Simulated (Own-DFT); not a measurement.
# What random displacements cost in 4H SiC, 32 atoms (C16Si16)

All numbers below are calculated, not measured. They come from Own-DFT, an in-house plane-wave density functional program, since retired, whose code no person has reviewed. Each row is one single-point run on a periodic cell that was not relaxed, without spin or spin-orbit coupling.

Settings of every run: PBE; PseudoDojo norm-conserving scalar-relativistic files; cutoff 42 hartree; 5 x 5 x 3 k mesh centred on Gamma; Fermi-Dirac smearing of 0.1 eV.

Known limits, some of them of some rows only: some atoms lie very close together; forces on such cells passed a denser k mesh, each cell not checked; stress not checked against mesh or cutoff.

Cell vectors in Å: (6.165, 0.000, 0.000); (-3.083, 5.339, 0.000); (0.000, 0.000, 10.068). In each run every atom was moved at random and independently from its ideal site; u is the rms move along one axis. E is the free energy for each atom above the fitted value at u = 0, and F the rms of the force components.

```
run,u (Å),E (meV/atom),F (eV/Å),largest force (eV/Å),P (GPa)
1,0.0261,21.1,0.711,2.53,3.45
2,0.0271,27.3,0.822,2.79,3.68
3,0.0324,41.6,0.991,2.82,4.05
4,0.0587,129.7,1.728,5.00,5.55
5,0.0625,128.0,1.736,5.50,5.77
6,0.0631,?,?,?,?
7,0.0939,334.7,3.008,10.60,11.30
8,0.0986,328.5,2.846,9.97,11.22
9,0.1132,475.1,3.808,15.43,14.23
```

## Worked fit

For small independent moves the energy grows as E = (3/2) K u², with K the mean stiffness felt by one atom. The runs with u up to 0.11 Å give K = 23.8 ± 1.1 eV/Å², with residuals divided by u² + 0.0006 Å², since the noise grows with the moves. The scatter is 7.6 meV/atom at u = 0.05 Å. The forces follow F = G u with G = 29.5 eV/Å²; no force at u = 0 is resolved. G exceeds K because the moves of its neighbours add to the force on an atom, and stiffness differs between atoms. The pressure follows P = 2.82 + 892 u² GPa: at fixed volume, shortened bonds push harder than stretched ones pull.

## Withheld run

Question: what energy and rms force should run 6 give?

The fit gives 142 ± 13 meV/atom and about 1.86 eV/Å. The calculation gave 159.0 meV/atom and 2.121 eV/Å.
